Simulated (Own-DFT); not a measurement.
Simulation results for InAs (zincblende, strongly disordered by large displacements)

All values are calculated (Own-DFT development build). A calculation, not a measurement: plane-wave PBE density functional theory by an unreviewed code, no spin, of a simulated periodic cell, stress positive in tension, free energy of the whole cell less one offset for each atom, forces on such cells passed a denser k mesh, this cell's mesh not checked; broken bonds can close the gap or carry spin, so checks made on this kind of crystal may not hold here; offsets are fitted by least squares, one for each functional and potential file, so energies compare only between cells with the same atoms and settings and are not formation energies; the far tail of each file's local potential was reset to the Coulomb form; each entry is a single point on an unrelaxed cell, so the pressure reflects the starting lattice, mostly measured values (interpolated for alloys), from which strain is counted, and rises with the displacements; printed positions are rounded, which can move forces by about a meV/angstrom; the program, named Own-DFT, is a retired in-house code; no spin-orbit coupling.

```xyz
64
Lattice="12.1166 0.0000 0.0000 0.0000 12.1166 0.0000 0.0000 0.0000 12.1166" Properties=species:S:1:pos:R:3:force_x:R:1:force_y:R:1:force_z:R:1 formula=InAs functional=PBE potential_files=PseudoDojo_norm-conserving,scalar-relativistic,standard_set wave_cutoff=42 occupations=Fermi-Dirac smearing_width=0.1 hardware=one_NVIDIA_H200 k_mesh=3_x_3_x_3_centred_on_Gamma free_energy_of_cell_above_offsets=-4.829 pressure=8.45 stress_xx=-8.32 stress_yy=-8.91 stress_zz=-8.13 stress_yz=-1.96 stress_xz=0.48 stress_xy=-2.29 wall_time=1191
In     0.2285     0.3568    11.9524     -2.955       -3.1     -1.271
In     0.0939     3.0507     3.3258     -0.308     -0.156     -1.738
In     3.0479    11.8859     2.8660        0.2      1.079      0.038
In     3.1513     3.1752     0.2780     -4.053     -4.678     -4.391
As     1.5714     1.5229     1.2339      1.795      1.746      4.586
As     1.7651     4.4694     4.5432      -1.09      0.735      0.762
As     4.6496     1.5264     4.6829     -0.988      -0.44     -0.734
As     4.4565     4.6644     1.1030       3.65      3.399      4.991
In     0.0198     0.2004     5.9519      -0.37     -0.026      1.297
In     0.2101     3.0335     8.7901     -3.583      1.843      1.496
In     2.9189    12.0562     9.1600      1.142       0.08     -1.883
In     2.9951     3.0705     6.2580      2.149      0.768     -2.968
As     1.6161     1.7439     7.5036     -0.292     -5.189      0.166
As     1.3303     4.4646    10.5233      2.142     -0.226      0.051
As     4.3487     1.3448    10.6763      1.573      1.536      0.647
As     4.3401     4.7374     7.3770      2.107      0.589       1.37
In     0.0966     5.9155    12.0890     -1.019      1.403       0.85
In     0.0068     9.1548     3.1605     -0.442     -0.783     -2.993
In     2.9261     6.0159     2.9687      1.726     -0.464      0.594
In     3.2232     9.2179    11.8893     -7.799      4.945      5.722
As     1.7690     7.4907     1.4476     -1.768      1.907     -1.044
As     1.2688    10.7573     4.4165      2.403      0.357      1.051
As     4.4797     7.6448     4.6343      1.144     -2.003     -1.796
As     4.6548    10.3797     1.3561     -0.176       1.86      1.269
In    12.0766     6.5347     6.4780      -7.67     -5.972      -6.74
In     0.0638     9.0195     9.1517      1.654       4.16     -2.619
In     3.3850     6.0077     9.3757     -1.445      0.251     -0.095
In     3.0662     9.1526     5.8005     -1.739      1.778      2.314
As     1.3639     7.4959     7.6213      9.177      4.946      5.233
As     1.5256    10.6682    10.6284     -1.197     -0.837      0.102
As     4.4446     8.0395    10.7397      6.755     -7.647      -6.81
As     4.8369    10.5313     7.6169      -1.67      0.605     -0.692
In     6.0634     0.1178     0.3324     -0.805     -0.606     -2.026
In     6.0047     2.9901     2.9810     -0.411     -0.277     -1.415
In     8.7649     0.0953     3.2484      5.866       5.61     -6.622
In     9.4808     2.8456    12.0000      -1.68      2.802      1.577
As     7.8271     1.4934     1.3274     -0.476       1.23      1.254
As     7.3470     4.4710     4.5337     -0.118      1.843      -1.55
As    10.5381     1.4992     4.4890     -0.615      0.997      0.101
As    10.4459     4.6156     1.6456      3.218     -2.896     -3.078
In     6.2471    11.9818     5.8853     -1.082      1.485       2.28
In     6.2012     2.9917     9.2090     -2.719     -2.528     -1.742
In     8.9519     0.1920     9.2916     -0.402     -1.802      -1.19
In     8.8690     3.2176     5.8881     -0.634     -3.322     -2.209
As     7.8384     1.7741     7.6251     -1.688     -1.516     -0.127
As     7.1951     4.7472    10.3179      2.458      2.327      2.313
As    10.6475     1.5230    10.4635      2.417     -0.108     -1.765
As    10.2918     4.3801     7.1836      5.041      2.735      2.745
In     5.9145     6.2446     0.0015      0.718      0.568     -1.485
In     5.9136     9.0194     2.9856      1.914     -0.705      0.327
In     9.2637     5.8804     3.1134     -3.133      2.686      1.955
In     9.0262     9.3543    11.9494      2.054     -1.469      0.729
As     7.6110     7.5704     1.2123      0.805       0.37      2.168
As     7.7958    10.8436     4.4568     -4.664     -8.494      4.296
As    10.6933     7.6157     4.4285     -1.366     -0.667      1.794
As    10.5531    10.6799     1.5348      0.416      0.646     -0.124
In     6.1364     6.1528     6.0247     -0.957     -0.118      0.232
In     6.2355     8.8748     9.0317     -1.986      1.925      2.039
In     9.0930     5.8606     8.8098      0.004      0.959      1.196
In     8.8641     9.1459     6.1402      2.396      1.115     -1.122
As     7.5231     7.6777     7.5392      1.626       -2.9     -1.031
As     7.4311    10.5580    10.5902     -0.891      1.798     -0.584
As    10.9131     7.5862    10.3096     -4.366     -3.445      3.446
As    10.5676    10.8367     7.5057      0.004     -0.715      0.855
```

Units: wave_cutoff in hartree; smearing_width, free_energy_of_cell_above_offsets in eV; pressure, stress_xx, stress_yy, stress_zz, stress_yz, stress_xz, stress_xy in GPa; wall_time in s; force_x, force_y, force_z in eV/Å.
